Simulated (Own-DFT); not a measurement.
Simulation results for SiC (2H silicon carbide, strained, atoms displaced)

All values are calculated (Own-DFT development build). A calculation, not a measurement: plane-wave PBE density functional theory by an unreviewed code, no spin, of a simulated periodic cell, stress positive in tension, free energy of the whole cell less one offset for each atom, forces on such cells passed a denser k mesh, this cell's mesh not checked; offsets are fitted by least squares, one for each functional and potential file, so energies compare only between cells with the same atoms and settings and are not formation energies; the far tail of each file's local potential was reset to the Coulomb form; each entry is a single point on an unrelaxed cell, so the pressure reflects the starting lattice, mostly measured values (interpolated for alloys), from which strain is counted, and rises with the displacements; printed positions are rounded, which can move forces by about a meV/angstrom; the program, named Own-DFT, is a retired in-house code; no spin-orbit coupling.

Settings shared by all entries: functional PBE; potential files PseudoDojo norm-conserving, scalar-relativistic, standard set; wave cutoff 42 hartree; occupations Fermi-Dirac; smearing width 0.1 eV; hardware one NVIDIA H100; k mesh 5 x 5 x 3 centred on Gamma.

(1) SiC (2H silicon carbide, strained, atoms displaced)

```cif
# cell vector a (Å): 6.0929 0.0333 -0.0092
# cell vector b (Å): -3.0176 5.2471 0.0856
# cell vector c (Å): -0.0151 0.1527 9.9023
data_SiC
_symmetry_space_group_name_H-M 'P 1'
_symmetry_Int_Tables_number 1
_cell_length_a 6.0930
_cell_length_b 6.0535
_cell_length_c 9.9035
_cell_angle_alpha 88.380
_cell_angle_beta 90.169
_cell_angle_gamma 119.588
_cell_volume 317.50
loop_
_atom_site_label
_atom_site_type_symbol
_atom_site_fract_x
_atom_site_fract_y
_atom_site_fract_z
_atom_site_occupancy
Si1 Si 0.99741 0.98976 0.00071 1
Si2 Si 0.15517 0.32840 0.25319 1
C1 C 0.99574 0.99972 0.19645 1
C2 C 0.16390 0.33734 0.43542 1
Si3 Si 0.98892 0.99521 0.50688 1
Si4 Si 0.16590 0.33671 0.75183 1
C3 C 0.99434 0.00138 0.68735 1
C4 C 0.16409 0.33804 0.94322 1
Si5 Si 0.99537 0.49846 0.00386 1
Si6 Si 0.15195 0.84262 0.24838 1
C5 C 0.01096 0.49550 0.18130 1
C6 C 0.18839 0.83301 0.43975 1
Si7 Si 0.98313 0.49850 0.49512 1
Si8 Si 0.17032 0.82477 0.74195 1
C7 C 0.02084 0.50776 0.68532 1
C8 C 0.15835 0.83101 0.93798 1
Si9 Si 0.50230 0.00909 0.99390 1
Si10 Si 0.66540 0.33341 0.25004 1
C9 C 0.49869 0.00635 0.17983 1
C10 C 0.64767 0.31708 0.44073 1
Si11 Si 0.49925 0.99378 0.49337 1
Si12 Si 0.67024 0.34857 0.74465 1
C11 C 0.49258 0.99346 0.67976 1
C12 C 0.68498 0.36139 0.93810 1
Si13 Si 0.50500 0.49277 0.98884 1
Si14 Si 0.65769 0.83892 0.25991 1
C13 C 0.50309 0.51043 0.19108 1
C14 C 0.66021 0.83444 0.44414 1
Si15 Si 0.50716 0.50206 0.50640 1
Si16 Si 0.65763 0.82331 0.74664 1
C15 C 0.51054 0.50672 0.69459 1
C16 C 0.66529 0.84231 0.93235 1
```

| Property | Result |
| --- | --- |
| free energy of cell above offsets | -1.252 eV |
| pressure | 16.07 GPa |
| stress xx | -15.88 GPa |
| stress yy | -14.51 GPa |
| stress zz | -17.84 GPa |
| stress yz | 4.07 GPa |
| stress xz | -1.96 GPa |
| stress xy | 5.6 GPa |
| wall time | 119.9 s |

Force:
```tsv
element	x (eV/Å)	y (eV/Å)	z (eV/Å)
Si	-1.579	1.238	0.162
Si	2.53	0.848	-0.67
C	-2.415	0.439	-1.753
C	0.005	-0.546	1.971
Si	1.696	1.296	-1.955
Si	0.952	-1.459	0.613
C	0.747	-0.241	1.058
C	0.941	-1.053	-1.181
Si	1.485	0.947	-1.153
Si	4.25	-1.97	0.621
C	-3.022	1.304	2.74
C	-4.805	-0.869	-1.458
Si	2.486	-0.286	0.323
Si	-1.578	1.847	1.647
C	-2.885	-1.237	-0.873
C	1.606	0.51	-0.951
Si	-0.203	-0.395	0.018
Si	-0.275	0.474	-1.064
C	-0.581	-0.01	1.792
C	0.949	2.611	-0.768
Si	-0.294	0.214	2.353
Si	3.232	-2.415	1.213
C	0.747	1.638	1.295
C	0.438	-3.415	-2.061
Si	-3.175	2.634	3.225
Si	0.354	-0.866	-2.484
C	0.007	-0.772	-0.62
C	2.078	-0.699	-0.47
Si	-2.263	-1.099	-1.184
Si	0.138	3.083	0.862
C	-2.07	-1.121	-1.82
C	0.507	-0.63	0.571
```

(2) SiC (2H silicon carbide, strained, atoms displaced)

```cif
# cell vector a (Å): 6.2381 -0.0190 -0.0484
# cell vector b (Å): -3.1355 5.4116 0.0974
# cell vector c (Å): -0.0791 0.1381 10.1832
data_SiC
_symmetry_space_group_name_H-M 'P 1'
_symmetry_Int_Tables_number 1
_cell_length_a 6.2383
_cell_length_b 6.2551
_cell_length_c 10.1844
_cell_angle_alpha 88.212
_cell_angle_beta 90.892
_cell_angle_gamma 120.266
_cell_volume 343.08
loop_
_atom_site_label
_atom_site_type_symbol
_atom_site_fract_x
_atom_site_fract_y
_atom_site_fract_z
_atom_site_occupancy
Si1 Si 0.99273 0.98757 0.01023 1
Si2 Si 0.16691 0.33911 0.25142 1
C1 C 0.00311 0.99824 0.18970 1
C2 C 0.15765 0.33682 0.43916 1
Si3 Si 0.99951 0.99973 0.50590 1
Si4 Si 0.17504 0.34601 0.75222 1
C3 C 0.97778 0.99535 0.68441 1
C4 C 0.16614 0.32319 0.93761 1
Si5 Si 0.00567 0.51356 0.99871 1
Si6 Si 0.16287 0.82997 0.25062 1
C5 C 0.00981 0.50802 0.18803 1
C6 C 0.17681 0.83633 0.43953 1
Si7 Si 0.98991 0.50177 0.50426 1
Si8 Si 0.16895 0.83940 0.74954 1
C7 C 0.98518 0.49987 0.68384 1
C8 C 0.15209 0.82173 0.93713 1
Si9 Si 0.50735 0.00537 0.99543 1
Si10 Si 0.67098 0.33360 0.24442 1
C9 C 0.50583 0.01723 0.19240 1
C10 C 0.65715 0.32980 0.43327 1
Si11 Si 0.51457 0.01344 0.49699 1
Si12 Si 0.67102 0.32850 0.74531 1
C11 C 0.49082 0.98304 0.68862 1
C12 C 0.66856 0.33267 0.93355 1
Si13 Si 0.49789 0.49694 0.00285 1
Si14 Si 0.66221 0.82180 0.24986 1
C13 C 0.51314 0.51160 0.18748 1
C14 C 0.67362 0.83523 0.43772 1
Si15 Si 0.49620 0.49473 0.50004 1
Si16 Si 0.66880 0.82822 0.75028 1
C15 C 0.50231 0.50882 0.68363 1
C16 C 0.64896 0.80702 0.94551 1
```

| Item | Value |
| --- | --- |
| free energy of cell above offsets | -3.403 eV |
| pressure | -2.66 GPa |
| stress xx | 5.98 GPa |
| stress yy | 1.47 GPa |
| stress zz | 0.52 GPa |
| stress yz | 5.06 GPa |
| stress xz | -1.61 GPa |
| stress xy | -1.83 GPa |
| wall time | 122 s |

Force:
```tsv
element	x (eV/Å)	y (eV/Å)	z (eV/Å)
Si	-0.259	0.415	-2.083
Si	0.848	-0.672	0.159
C	-0.689	0.454	0.697
C	0.522	-0.203	0.225
Si	0.304	0.045	-2.061
Si	-0.795	-1.307	-0.806
C	2.781	1.654	1.53
C	-0.79	0.45	0.747
Si	0.621	-3.076	0.259
Si	0.858	1.137	0.786
C	-0.554	-0.397	-0.545
C	-1.001	0.048	0.175
Si	0.868	0.244	-1.708
Si	-1.539	-0.919	-0.29
C	1.944	0.703	1.257
C	0.854	2.756	-0.359
Si	-0.615	-1.085	1.136
Si	-0.164	1.022	1.072
C	0.455	-2.452	-1.583
C	0.545	1.449	0.411
Si	-0.343	-2.53	0.316
Si	-1.787	-0.394	0.746
C	0.303	1.836	-0.222
C	0.038	0.39	0.422
Si	0.101	-2.152	-0.191
Si	-0.135	2.553	0.659
C	-0.83	-1.918	0.042
C	-0.406	-0.399	-0.117
Si	-0.721	0.782	-0.706
Si	-1.268	-0.47	0.918
C	0.456	-1.495	0.764
C	0.398	3.53	-1.653
```

(3) SiC (2H silicon carbide, strained, atoms displaced)

```cif
# cell vector a (Å): 6.2841 0.0487 -0.0484
# cell vector b (Å): -3.0999 5.3198 0.1115
# cell vector c (Å): -0.0790 0.1646 9.9862
data_SiC
_symmetry_space_group_name_H-M 'P 1'
_symmetry_Int_Tables_number 1
_cell_length_a 6.2845
_cell_length_b 6.1581
_cell_length_c 9.9879
_cell_angle_alpha 87.918
_cell_angle_beta 90.887
_cell_angle_gamma 119.789
_cell_volume 335.24
loop_
_atom_site_label
_atom_site_type_symbol
_atom_site_fract_x
_atom_site_fract_y
_atom_site_fract_z
_atom_site_occupancy
Si1 Si 0.01643 0.00660 0.00238 1
Si2 Si 0.15815 0.33385 0.24949 1
C1 C 0.98126 0.98544 0.18949 1
C2 C 0.18123 0.34358 0.43199 1
Si3 Si 0.01340 0.00644 0.50717 1
Si4 Si 0.16269 0.33936 0.75168 1
C3 C 0.00439 0.00469 0.69050 1
C4 C 0.15411 0.32505 0.92828 1
Si5 Si 0.98380 0.48128 0.00908 1
Si6 Si 0.15945 0.82553 0.25273 1
C5 C 0.00431 0.50283 0.19842 1
C6 C 0.15741 0.82810 0.43872 1
Si7 Si 0.01246 0.50432 0.49274 1
Si8 Si 0.16740 0.83197 0.75727 1
C7 C 0.01269 0.49475 0.68490 1
C8 C 0.15859 0.83677 0.93393 1
Si9 Si 0.50427 0.99292 0.00020 1
Si10 Si 0.65772 0.32676 0.24345 1
C9 C 0.49593 0.98933 0.18533 1
C10 C 0.67467 0.32706 0.43948 1
Si11 Si 0.48340 0.98921 0.49185 1
Si12 Si 0.65349 0.31782 0.74567 1
C11 C 0.51771 0.00714 0.67971 1
C12 C 0.67272 0.33859 0.93442 1
Si13 Si 0.49466 0.50089 0.99741 1
Si14 Si 0.65272 0.82509 0.25631 1
C13 C 0.49897 0.49688 0.18770 1
C14 C 0.66464 0.83015 0.43941 1
Si15 Si 0.49707 0.48053 0.49907 1
Si16 Si 0.68448 0.84280 0.75470 1
C15 C 0.49745 0.50135 0.68208 1
C16 C 0.66443 0.83889 0.93382 1
```

| Item | Value |
| --- | --- |
| free energy of cell above offsets | -2.405 eV |
| pressure | 2.66 GPa |
| stress xx | 5.66 GPa |
| stress yy | -0.76 GPa |
| stress zz | -12.87 GPa |
| stress yz | 4.69 GPa |
| stress xz | -2.78 GPa |
| stress xy | 4.97 GPa |
| wall time | 115.4 s |

Force:
```tsv
element	x (eV/Å)	y (eV/Å)	z (eV/Å)
Si	-1.989	-1.234	-0.32
Si	2.162	-1.591	-0.197
C	0.808	1.241	0.045
C	-0.393	-1.218	1.067
Si	-2.008	-0.483	-1.488
Si	2.175	-0.715	-2.068
C	0.837	-0.06	0.345
C	0.597	1.437	3.838
Si	0.768	1.857	-1.894
Si	-0.387	1.548	-0.634
C	-1.54	-0.996	-1.945
C	0.244	1.337	-0.441
Si	-0.535	-1.902	1.865
Si	0.902	-0.277	-3.119
C	-3.05	1.493	-0.297
C	1.788	-0.991	2.943
Si	-1.536	0.531	-1.062
Si	0.705	-0.134	1.679
C	-1.054	0.461	0.696
C	-0.764	0.133	-1.402
Si	2.361	0.381	1.304
Si	1.017	2.193	-0.461
C	-1.489	-1.763	1.22
C	-1.112	-0.969	1.05
Si	0.333	-0.19	-0.522
Si	1.37	-0.109	-0.742
C	-1.26	-0.214	-0.583
C	0.34	-0.085	0.508
Si	0.383	2.136	-0.375
Si	-1.346	-1.116	-2.671
C	0.445	-0.247	1.992
C	1.229	-0.455	1.668
```

(4) SiC (2H silicon carbide, strained, atoms displaced)

```cif
# cell vector a (Å): 6.2256 0.0409 0.0048
# cell vector b (Å): -3.0773 5.3723 0.0259
# cell vector c (Å): 0.0079 0.0535 9.9756
data_SiC
_symmetry_space_group_name_H-M 'P 1'
_symmetry_Int_Tables_number 1
_cell_length_a 6.2257
_cell_length_b 6.1913
_cell_length_c 9.9757
_cell_angle_alpha 89.516
_cell_angle_beta 89.908
_cell_angle_gamma 119.428
_cell_volume 334.89
loop_
_atom_site_label
_atom_site_type_symbol
_atom_site_fract_x
_atom_site_fract_y
_atom_site_fract_z
_atom_site_occupancy
Si1 Si 0.99151 0.01074 0.99924 1
Si2 Si 0.17671 0.34929 0.24602 1
C1 C 0.01380 0.99115 0.18477 1
C2 C 0.16489 0.33218 0.44095 1
Si3 Si 0.98062 0.98033 0.49486 1
Si4 Si 0.17050 0.32448 0.75186 1
C3 C 0.01316 0.01080 0.68529 1
C4 C 0.16288 0.32566 0.94036 1
Si5 Si 0.00897 0.51550 0.99883 1
Si6 Si 0.17294 0.82808 0.24910 1
C5 C 0.99806 0.49016 0.19598 1
C6 C 0.17755 0.83765 0.43458 1
Si7 Si 0.01902 0.51684 0.49924 1
Si8 Si 0.16820 0.83381 0.73721 1
C7 C 0.98633 0.48892 0.69057 1
C8 C 0.16517 0.81765 0.94195 1
Si9 Si 0.48081 0.98716 0.00564 1
Si10 Si 0.66209 0.32804 0.25232 1
C9 C 0.49748 0.99500 0.18738 1
C10 C 0.65936 0.32908 0.43413 1
Si11 Si 0.49244 0.99047 0.50906 1
Si12 Si 0.66025 0.33641 0.74596 1
C11 C 0.49775 0.99642 0.68344 1
C12 C 0.67460 0.33702 0.94272 1
Si13 Si 0.51163 0.51824 0.00654 1
Si14 Si 0.66885 0.83596 0.25260 1
C13 C 0.48704 0.49575 0.18057 1
C14 C 0.66161 0.83513 0.42981 1
Si15 Si 0.50403 0.49664 0.50041 1
Si16 Si 0.66357 0.83531 0.74772 1
C15 C 0.50357 0.49762 0.68337 1
C16 C 0.67419 0.84529 0.93581 1
```

| Item | Value |
| --- | --- |
| free energy of cell above offsets | -2.261 eV |
| pressure | 3.34 GPa |
| stress xx | 1.5 GPa |
| stress yy | 1.89 GPa |
| stress zz | -13.42 GPa |
| stress yz | 2.64 GPa |
| stress xz | -0.24 GPa |
| stress xy | 2.29 GPa |
| wall time | 138 s |

Force:
```tsv
element	x (eV/Å)	y (eV/Å)	z (eV/Å)
Si	2.166	-1.613	0.406
Si	0.119	-2.974	1.494
C	-2.283	0.99	0.997
C	0.664	-0.137	-0.701
Si	1.292	2.624	-0.025
Si	-1.078	1.546	-0.141
C	-1.283	-1.99	-0.373
C	0.65	2.243	-0.488
Si	-0.227	-4.088	1.03
Si	-0.351	-0.248	-0.251
C	-1.293	1.172	-1.686
C	-1.058	-0.022	1.013
Si	-1.204	-2.653	-0.07
Si	-0.283	-1.396	2.698
C	1.413	1.176	-0.949
C	-1.288	3.675	-2.335
Si	1.4	2.008	-1.663
Si	-0.186	0.09	-1.26
C	0.512	0.254	1.003
C	1.015	0.201	1.744
Si	0.438	1.654	-4.124
Si	1.302	-0.62	1.873
C	0.055	0.357	2.3
C	-1.275	-0.324	-0.625
Si	0.258	-1.788	-3.493
Si	0.718	-0.285	-2.739
C	1.901	1.434	3.208
C	0.076	-0.948	3.046
Si	-1.061	-0.439	-1.581
Si	1.258	-0.176	0.362
C	-1.184	1.038	1.131
C	-1.179	-0.762	0.202
```

(5) SiC (2H silicon carbide, strained, atoms displaced)

```cif
# cell vector a (Å): 6.0542 -0.0858 -0.0521
# cell vector b (Å): -3.1014 5.4412 -0.0538
# cell vector c (Å): -0.0850 -0.1506 9.9023
data_SiC
_symmetry_space_group_name_H-M 'P 1'
_symmetry_Int_Tables_number 1
_cell_length_a 6.0550
_cell_length_b 6.2632
_cell_length_c 9.9038
_cell_angle_alpha 91.006
_cell_angle_beta 90.972
_cell_angle_gamma 120.487
_cell_volume 323.47
loop_
_atom_site_label
_atom_site_type_symbol
_atom_site_fract_x
_atom_site_fract_y
_atom_site_fract_z
_atom_site_occupancy
Si1 Si 0.99424 0.00089 0.01274 1
Si2 Si 0.15809 0.33462 0.25214 1
C1 C 0.00030 0.99766 0.19073 1
C2 C 0.14780 0.32427 0.43783 1
Si3 Si 0.98481 0.99376 0.49170 1
Si4 Si 0.16859 0.32998 0.74866 1
C3 C 0.00583 0.99798 0.67651 1
C4 C 0.16199 0.32524 0.93475 1
Si5 Si 0.99672 0.49717 0.00641 1
Si6 Si 0.16799 0.82801 0.25396 1
C5 C 0.00448 0.49853 0.19402 1
C6 C 0.15296 0.82858 0.44584 1
Si7 Si 0.01321 0.51974 0.49387 1
Si8 Si 0.15413 0.83093 0.74250 1
C7 C 0.00788 0.51119 0.68460 1
C8 C 0.15361 0.82772 0.94016 1
Si9 Si 0.48924 0.00560 0.99983 1
Si10 Si 0.67020 0.34100 0.24184 1
C9 C 0.50959 0.99100 0.19131 1
C10 C 0.67447 0.34297 0.43415 1
Si11 Si 0.47991 0.98744 0.50117 1
Si12 Si 0.66696 0.32460 0.75087 1
C11 C 0.49539 0.98889 0.68677 1
C12 C 0.67858 0.35363 0.94240 1
Si13 Si 0.50753 0.51800 0.99397 1
Si14 Si 0.66504 0.82304 0.25071 1
C13 C 0.48445 0.48275 0.18633 1
C14 C 0.66647 0.82920 0.43715 1
Si15 Si 0.49256 0.49567 0.50202 1
Si16 Si 0.67685 0.84203 0.75535 1
C15 C 0.48629 0.50303 0.68247 1
C16 C 0.66459 0.83162 0.93356 1
```

| Item | Value |
| --- | --- |
| free energy of cell above offsets | -2.022 eV |
| pressure | 10.71 GPa |
| stress xx | -14.18 GPa |
| stress yy | -0.55 GPa |
| stress zz | -17.39 GPa |
| stress yz | -4.26 GPa |
| stress xz | -3.79 GPa |
| stress xy | -6.27 GPa |
| wall time | 121 s |

Force:
```tsv
element	x (eV/Å)	y (eV/Å)	z (eV/Å)
Si	0.958	0.13	-3.412
Si	1.251	-1.257	0.355
C	0.209	-0.29	1.731
C	1.093	0.704	-0.272
Si	1.104	1.646	1.373
Si	-1.349	0.09	-0.751
C	-1.456	0.731	1.788
C	-0.443	0.246	1.3
Si	2.062	1.283	-1.182
Si	0.201	1.033	-0.333
C	-0.727	0.847	-1.15
C	0.064	1.379	-2.797
Si	-0.953	-3.669	1.834
Si	1.196	0.087	1.833
C	-0.304	-1.996	0.291
C	-0.237	0.358	-0.22
Si	1.132	-0.158	-0.08
Si	-0.392	-1.921	1.976
C	-1.529	0.953	-0.628
C	-1.375	-1.313	0.338
Si	2.863	2.632	-0.61
Si	-0.589	1.37	-1.179
C	0.035	1.085	1.083
C	-1.511	-2.565	-0.809
Si	-0.625	-1.985	0.845
Si	-0.123	-0.416	-0.066
C	0.457	1.905	-0.752
C	-3.089	-1.567	-0.274
Si	0.756	0.007	-1.667
Si	-0.281	-1.04	-3.013
C	2.464	0.121	2.262
C	-0.864	1.567	2.185
```
